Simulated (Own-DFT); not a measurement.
Simulation results for Si3N4 (beta silicon nitride, strained, atoms displaced)

Computed with Own-DFT development build. A calculation, not a measurement: plane-wave PBE density functional theory by an unreviewed code, no spin, of a simulated periodic cell, stress positive in tension, free energy of the whole cell less one offset for each atom, forces on such cells moved up to 12 meV/angstrom on a denser k mesh; offsets are fitted by least squares, one for each functional and potential file, so energies compare only between cells with the same atoms and settings and are not formation energies; the far tail of each file's local potential was reset to the Coulomb form; each entry is a single point on an unrelaxed cell, so the pressure reflects the starting lattice, mostly measured values (interpolated for alloys), from which strain is counted, and rises with the displacements; printed positions are rounded, which can move forces by about a meV/angstrom; the program, named Own-DFT, is a retired in-house code; no spin-orbit coupling; before rounding, a Quantum ESPRESSO 7.3.1 run of the same cell and cutoff gave forces within 1 meV/angstrom rms on each cell, which checks the program and not the settings.

Settings shared by all entries: functional PBE; potential files PseudoDojo norm-conserving, scalar-relativistic, standard set; wave cutoff 42 hartree; occupations Fermi-Dirac; smearing width 0.1 eV; k mesh 2 x 2 x 4 centred on Gamma.

(1) 
```xyz
112
Lattice="15.2532 0.2992 0.0013 -7.3674 12.8924 -0.1731 0.0005 -0.0762 5.8380" Properties=species:S:1:pos:R:3:force_x:R:1:force_y:R:1:force_z:R:1 formula=Si3N4 free_energy_of_cell_above_offsets=-6.539 pressure=9.33 stress_xx=-8.86 stress_yy=-12.32 stress_zz=-6.8 stress_yz=-4.26 stress_xz=0.41 stress_xy=8.72
Si    -1.5063     4.9715     0.7828      -0.06     -0.627      -3.59
Si     0.3448     2.6358     0.6606     -1.975      1.024      1.473
Si     1.4629     5.4499     0.6557     -0.628     -1.834     -0.579
Si     5.4757     1.6660     2.1126     -0.836     -0.588      2.917
Si     3.6996     3.9714     2.0796     -0.975     -1.282       0.65
Si     2.4739     1.1626     2.2493     -0.054      1.142     -3.105
N      2.3960     0.2159     0.7449     -0.518      1.208     -0.909
N      6.3228     2.0709     0.6977     -0.982      -0.78     -0.574
N      2.9036     4.4609     0.6345     -0.348      0.149     -0.254
N      1.5618     6.2849     2.0995       0.24      1.223      1.323
N     -2.3710     4.4688     2.1275     -0.217     -0.235      0.799
N      1.0503     2.2131     2.1812      1.223     -1.165      -0.52
N      0.0927     4.3463     0.5737      0.703      0.087      0.838
N      3.8217     2.2350     2.1467      0.634       0.52     -0.202
Si    -1.4885     4.9279     3.5552     -2.382      1.302      1.243
Si     0.2259     2.6543     3.6217      0.316     -2.556     -1.175
Si     1.5182     5.3364     3.6361     -2.657      -0.86     -4.353
Si     5.3893     1.5144     5.1086      2.126      0.415     -0.709
Si     3.6117     3.8644     4.9947      3.139     -0.762       1.05
Si     2.2966     1.0983     5.0632      5.716     -2.776      0.503
N      2.3722     0.1262     3.5292     -0.215      2.113      3.336
N      6.2278     2.0365     3.7011      2.089      0.748     -1.762
N      2.8579     4.3416     3.5693       0.15     -0.126      -0.43
N      1.4840     6.2263     4.9764      0.201      3.163      3.248
N     -2.3494     4.4697     5.0395      2.623      1.421       0.44
N      1.0728     2.1298     5.0118     -1.834       1.14      0.503
N      0.0016     4.2336     3.5641      3.171      4.096      0.111
N      3.8634     2.1133     5.0907     -3.878      1.291     -0.163
Si    -5.1996    11.4062     0.6017     -0.734     -0.705     -0.869
Si    -3.3278     9.1795     0.5880     -3.043     -2.238      3.285
Si    -2.2046    11.9339     0.4861     -0.073     -1.134      2.487
Si     1.8837     8.0519     2.0467     -4.405     -1.617      0.374
Si    -0.0012    10.4360     2.1121     -0.111     -1.996     -1.728
Si    -1.2594     7.7039     2.0756      8.198     -6.705      0.489
N     -1.2692     6.6518     0.6685      0.172      1.774     -0.608
N      2.5198     8.5110     0.5412      4.086      1.188      2.089
N     -0.8477    10.8252     0.6219       0.56      0.794     -0.779
N     -2.1982    12.8416     2.0480      0.388      -1.28     -1.655
N     -6.0588    10.8933     2.0585      0.977      0.854     -0.889
N     -2.5229     8.5056     2.0784     -8.977       6.64     -0.615
N     -3.5396    10.8010     0.5467     -1.543      2.038      0.669
N      0.1378     8.6601     2.0923      2.388      1.311     -0.271
Si    -5.1826    11.3701     3.4891      -1.79     -1.703      0.076
Si    -3.3182     9.0429     3.5134     -3.244     -0.053      1.086
Si    -2.1773    11.8132     3.4492     -2.524      0.826     -0.761
Si     1.6704     7.9983     5.0831      0.813     -2.045     -5.406
Si    -0.0006    10.2986     4.9479      -1.59       1.27      1.767
Si    -1.2813     7.5712     5.0593      2.448     -2.217     -1.463
N     -1.2770     6.6550     3.4854     -0.139      0.578      1.933
N      2.6238     8.4413     3.4554      1.662      0.588       4.01
N     -0.8149    10.8709     3.5541      0.942     -0.833     -0.539
N     -2.2161    12.7051     4.8722      0.468      1.025      1.331
N     -6.1042    10.9189     4.9097      1.695      1.109      1.134
N     -2.5833     8.6083     5.0853      0.416      -0.51     -3.769
N     -3.6218    10.7779     3.5690       2.63      -1.29     -0.948
N      0.1735     8.6534     4.9510     -2.479     -1.881      0.327
Si     6.0725     5.2153     0.6613      1.694      -4.37        0.5
Si     7.8761     2.7785     0.7222        1.5     -1.488     -1.887
Si     9.1430     5.5945     0.6317     -2.033     -1.154       0.67
Si    13.1496     1.7551     2.2215     -2.279     -0.386     -2.276
Si    11.2933     4.0359     2.1681     -1.402      3.623     -1.659
Si    10.1009     1.4035     2.0795     -1.184     -2.237       3.29
N     10.0769     0.3762     0.7402      -0.63     -1.102     -1.462
N     13.9398     2.2978     0.6836      0.387     -1.185      1.282
N     10.4643     4.6024     0.6193      3.483     -1.651      1.255
N      9.0364     6.5102     2.1146      0.882     -0.194     -0.572
N      5.2393     4.6350     2.2457      0.639      0.934     -3.662
N      8.6228     2.3291     2.1938      2.279     -1.803     -3.064
N      7.8039     4.3878     0.6729     -2.694      5.335     -0.414
N     11.4115     2.4177     2.2846      3.521     -2.876     -0.897
Si     6.1481     5.0594     3.5931     -1.033      1.674      0.561
Si     7.9508     2.7307     3.5933      -2.73       1.45       3.88
Si     9.0331     5.5242     3.5479      2.411      0.436      -0.15
Si    13.1027     1.6486     5.1184     -0.395       3.68     -0.377
Si    11.4500     4.0209     5.0494     -4.666      0.242      0.243
Si    10.0680     1.2197     5.0902      3.862     -0.947     -1.019
N     10.0276     0.3825     3.5819      0.101     -1.832      0.064
N     13.9304     2.2281     3.6200     -0.343     -1.229      1.533
N     10.4936     4.4944     3.6035     -0.454      0.874      0.365
N      9.0945     6.4251     5.0123      0.193     -0.297      0.473
N      5.3315     4.6442     5.0165     -2.718     -0.969      1.197
N      8.8031     2.1914     5.0436     -5.173      3.097      1.105
N      7.6914     4.5624     3.4982      1.186      -4.57      0.682
N     11.5153     2.3261     5.1813      0.165     -1.328     -0.284
Si     2.3260    11.4998     0.5688       1.61      2.162      0.747
Si     4.1918     9.2671     0.5360     -0.153     -0.342      2.018
Si     5.3927    12.0122     0.5490     -0.337     -2.127     -1.889
Si     9.4236     8.2144     2.0852     -1.857     -0.297      1.231
Si     7.6138    10.5430     2.1073      1.077      -2.14     -4.841
Si     6.3541     7.7543     2.0911      2.926      0.756      0.072
N      6.3892     6.8295     0.5649     -0.856       1.65      2.257
N     10.1705     8.6878     0.6368      3.745      1.213       0.47
N      6.7645    10.8891     0.5161      -1.46      2.221      2.595
N      5.4481    12.8248     1.9871      0.917       3.85      0.817
N      1.5998    11.0683     2.0571     -1.248     -0.417     -0.009
N      4.9991     8.8155     2.0937      0.047     -1.155     -2.679
N      3.9415    10.9262     0.5862      1.121       0.83     -0.609
N      7.7764     8.8443     2.0724     -0.223     -1.142      0.125
Si     2.4541    11.3994     3.5294     -2.852      4.758     -1.021
Si     4.2811     9.1219     3.5695     -3.734      2.833      -2.25
Si     5.4619    11.9751     3.4409     -1.985     -1.535      0.954
Si     9.3578     8.0855     5.1132       0.52      1.348     -3.422
Si     7.6075    10.4993     4.9677       0.73     -2.115     -1.213
Si     6.3531     7.7247     5.0338       4.42     -0.367     -2.214
N      6.4171     6.7943     3.5334     -1.357      0.731      0.394
N     10.2401     8.6477     3.5301      1.611     -0.055      1.556
N      6.8184    10.8954     3.4449     -2.526      2.088      3.725
N      5.5196    12.9285     4.8986     -0.134      -3.79      0.547
N      1.5638    10.9437     4.9516      0.469      0.779     -0.115
N      5.0950     8.7943     4.9531     -1.482     -0.146      2.138
N      3.9566    10.9364     3.4673      6.158     -2.796      0.826
N      7.8132     8.7609     5.0450     -1.676       0.24     -0.453
```

Units: free_energy_of_cell_above_offsets in eV; pressure, stress_xx, stress_yy, stress_zz, stress_yz, stress_xz, stress_xy in GPa; force_x, force_y, force_z in eV/Å.

(2) 
```xyz
112
Lattice="15.4137 0.0011 -0.2725 -7.7059 12.9600 0.0636 -0.1042 -0.0321 5.7401" Properties=species:S:1:pos:R:3:force_x:R:1:force_y:R:1:force_z:R:1 formula=Si3N4 free_energy_of_cell_above_offsets=-5.115 pressure=13.12 stress_xx=-4.4 stress_yy=-16.13 stress_zz=-18.82 stress_yz=-2.3 stress_xz=-5.58 stress_xy=0.25
Si    -1.6953     5.0564     0.6479      3.237     -6.745      2.323
Si     0.2995     2.5666     0.6650     -4.108       2.87     -4.779
Si     1.4010     5.3579     0.6675     -2.789      -0.94     -0.392
Si     5.4678     1.4263     2.0440     -1.601      2.472     -0.342
Si     3.5359     3.8658     2.0106      1.531     -1.471      1.201
Si     2.3304     1.0243     2.0409      1.141      6.159      6.837
N      2.4286     0.2451     0.7380      0.012      -5.97     -6.982
N      6.3871     1.9494     0.6255     -2.869     -2.145     -0.666
N      2.6876     4.3324     0.5923      3.674     -1.002      -0.78
N      1.3299     6.2441     2.0784      0.798      1.558      1.539
N     -2.4849     4.5717     2.1729     -0.908      0.197     -1.419
N      0.9641     2.1591     2.0066      3.198      -2.71      6.034
N      0.0445     4.2922     0.6461     -2.483      1.304      0.159
N      3.7926     2.1067     2.1535      0.246      0.451     -1.002
Si    -1.6865     4.9997     3.6163      2.415     -2.557     -1.497
Si     0.1218     2.6894     3.4594      1.241     -2.857      1.545
Si     1.3103     5.2933     3.6642      1.553     -1.902     -7.595
Si     5.3553     1.3776     4.8630      0.684      7.742      2.076
Si     3.5863     3.8574     4.9057     -2.743     -1.839     -0.211
Si     2.4091     1.0461     4.9735      -2.01      2.389     -0.623
N      2.3109     0.1234     3.5152      0.205      0.163      0.881
N      6.2351     1.9370     3.5181      0.247     -0.534     -0.984
N      2.6750     4.2870     3.4515      1.562      0.307      1.183
N      1.2407     6.2172     4.8936      0.532       5.51      5.692
N     -2.4328     4.3713     4.9784         -3      0.696      0.801
N      0.9677     2.1606     4.9505      1.271     -1.762     -1.267
N      0.0139     4.3207     3.5323      -4.37      1.278     -0.083
N      3.7469     2.0904     4.9549      1.517      0.775      0.105
Si    -5.4979    11.4190     0.7962      1.868      1.087     -3.326
Si    -3.6091     8.9982     0.7238     -3.891      4.035     -0.755
Si    -2.4641    11.7942     0.6891     -0.501     -0.692      0.835
Si     1.6103     7.9499     2.0489     -1.348     -0.559     -0.335
Si    -0.2744    10.2429     2.1308      1.966      1.667     -0.644
Si    -1.5030     7.5691     2.1454      1.652      0.827     -0.184
N     -1.4558     6.6240     0.6862     -0.436      5.139      0.026
N      2.5572     8.3937     0.5755     -7.037     -3.145      0.856
N     -1.0088    10.8319     0.7266     -1.371       0.36     -2.481
N     -2.5505    12.7257     2.1617      0.598     -0.405     -1.011
N     -6.2607    11.0282     2.1434     -4.048     -2.406      3.851
N     -2.8636     8.7027     2.1322      2.563     -3.139      1.725
N     -3.9113    10.7580     0.7586      1.554      0.146     -0.711
N     -0.0559     8.5426     2.1088      0.076      0.225     -0.094
Si    -5.5237    11.3922     3.6856       1.35       -0.2     -1.873
Si    -3.7424     9.0663     3.5309      -0.35       1.46      1.406
Si    -2.5613    11.8324     3.6133      1.755     -1.444     -2.292
Si     1.4871     7.9610     4.9335     -0.513     -0.099     -0.549
Si    -0.3083    10.3092     4.8939      1.154      2.904      3.698
Si    -1.5952     7.5796     5.0059        2.3      2.177      0.768
N     -1.4710     6.6686     3.6035     -0.856      0.708     -0.459
N      2.3572     8.4713     3.5029     -2.209     -1.698      0.217
N     -1.0786    10.8022     3.5400      -2.15      1.065     -1.227
N     -2.5075    12.7926     4.9650     -0.669     -6.209      2.185
N     -6.4097    10.9343     5.0344     -0.766     -0.374      1.466
N     -2.9921     8.6307     5.0272      2.219     -2.455     -1.408
N     -3.8288    10.7602     3.6108     -2.813     -0.033      0.429
N     -0.0882     8.7029     5.0073     -0.774      -4.68      0.064
Si     6.0391     4.8828     0.5906      1.543      2.824      2.862
Si     7.9338     2.5994     0.5848      0.304      0.555     -1.675
Si     9.1206     5.3261     0.5254     -3.339     -0.954      0.291
Si    13.1548     1.4382     1.8945     -0.119      4.923      0.053
Si    11.3182     3.8756     1.9139      0.534     -0.177      0.862
Si    10.0775     1.1575     1.8896      0.155      0.126      1.038
N     10.1672     0.1726     0.5261     -0.346      0.369     -1.227
N     14.0492     1.9105     0.4511      0.661      0.238      2.089
N     10.4836     4.3310     0.4889      0.731      0.564     -0.106
N      9.0762     6.3064     1.9574      0.571     -1.185      -0.82
N      5.2468     4.5626     2.0858     -3.263     -1.554     -1.802
N      8.6441     2.1383     2.0750      2.625     -1.325     -4.174
N      7.6026     4.2737     0.5237      3.539      0.869       0.26
N     11.4388     2.1973     1.8283       2.13     -1.552      0.877
Si     6.0872     5.0127     3.4395     -0.694         -3      1.728
Si     7.8180     2.5762     3.3639     -1.053      2.425      4.556
Si     9.0910     5.4210     3.3985     -1.569     -4.079     -1.324
Si    13.0665     1.5355     4.8377      2.899     -2.374      -2.64
Si    11.2494     3.8209     4.8371      0.555     -1.026      -2.36
Si     9.9999     1.0593     4.7483      2.943      0.674      1.978
N      9.9250     0.1881     3.3139      1.026      1.128      0.145
N     13.9764     1.9777     3.3385     -1.119     -0.743     -0.425
N     10.4373     4.3165     3.3263      0.623      0.733       1.25
N      8.9772     6.1800     4.8326       1.13      4.198      1.162
N      5.1056     4.5204     4.9889      0.203      0.448     -4.278
N      8.7432     2.1519     4.8099     -2.046      0.703      1.408
N      7.6293     4.3256     3.4331      1.429     -0.043      -0.28
N     11.5804     2.1289     4.8397     -5.629      0.913     -0.712
Si     2.2920    11.4058     0.6479     -1.914      0.715     -0.305
Si     3.9699     9.0327     0.6122        6.3      3.715      -1.92
Si     5.2340    11.8683     0.6483     -0.614     -2.025     -4.852
Si     9.2279     7.9613     1.8946     -0.095      1.367      0.714
Si     7.4529    10.3008     1.9577      1.376      0.197      0.027
Si     6.2331     7.6407     2.0702     -1.403     -0.315     -4.361
N      6.2952     6.6863     0.5902     -0.713       -1.1     -0.331
N     10.1130     8.4713     0.5019      1.652     -0.261       1.22
N      6.6526    10.8561     0.5902      0.283     -0.142      -1.76
N      5.2684    12.7832     2.0128     -0.456     -1.314      0.475
N      1.3711    11.0114     2.0476      -1.28     -1.392       0.64
N      4.8084     8.6669     2.0001       0.88     -1.258       2.64
N      3.8369    10.7702     0.5757      1.319     -0.023      0.371
N      7.6206     8.5434     1.9343      1.514       3.35      0.526
Si     2.1877    11.4866     3.5245     -1.716     -1.404      -0.95
Si     3.8875     9.0288     3.4736      3.525      3.092      -0.23
Si     5.2303    11.7931     3.3500     -2.658     -0.064      4.382
Si     9.2666     7.9949     4.8450     -3.112     -1.199     -2.529
Si     7.3386    10.2768     4.7334      2.613     -1.729      6.864
Si     6.1608     7.5187     4.8294      0.381      0.746      2.109
N      6.2243     6.6433     3.3503     -0.283      1.027      3.229
N     10.0765     8.4682     3.3353     -0.417     -0.903      0.388
N      6.6614    10.8716     3.4632     -1.828      0.943     -5.948
N      5.1359    12.7329     4.8630      0.442      -0.08     -0.246
N      1.2636    11.0690     4.9382      0.317     -0.628     -0.158
N      4.8057     8.6162     4.8799     -0.624     -0.636      -0.03
N      3.7128    10.8189     3.4548      3.108     -1.206     -0.265
N      7.5610     8.5439     4.8214      1.476      1.154     -0.365
```

Units: free_energy_of_cell_above_offsets in eV; pressure, stress_xx, stress_yy, stress_zz, stress_yz, stress_xz, stress_xy in GPa; force_x, force_y, force_z in eV/Å.
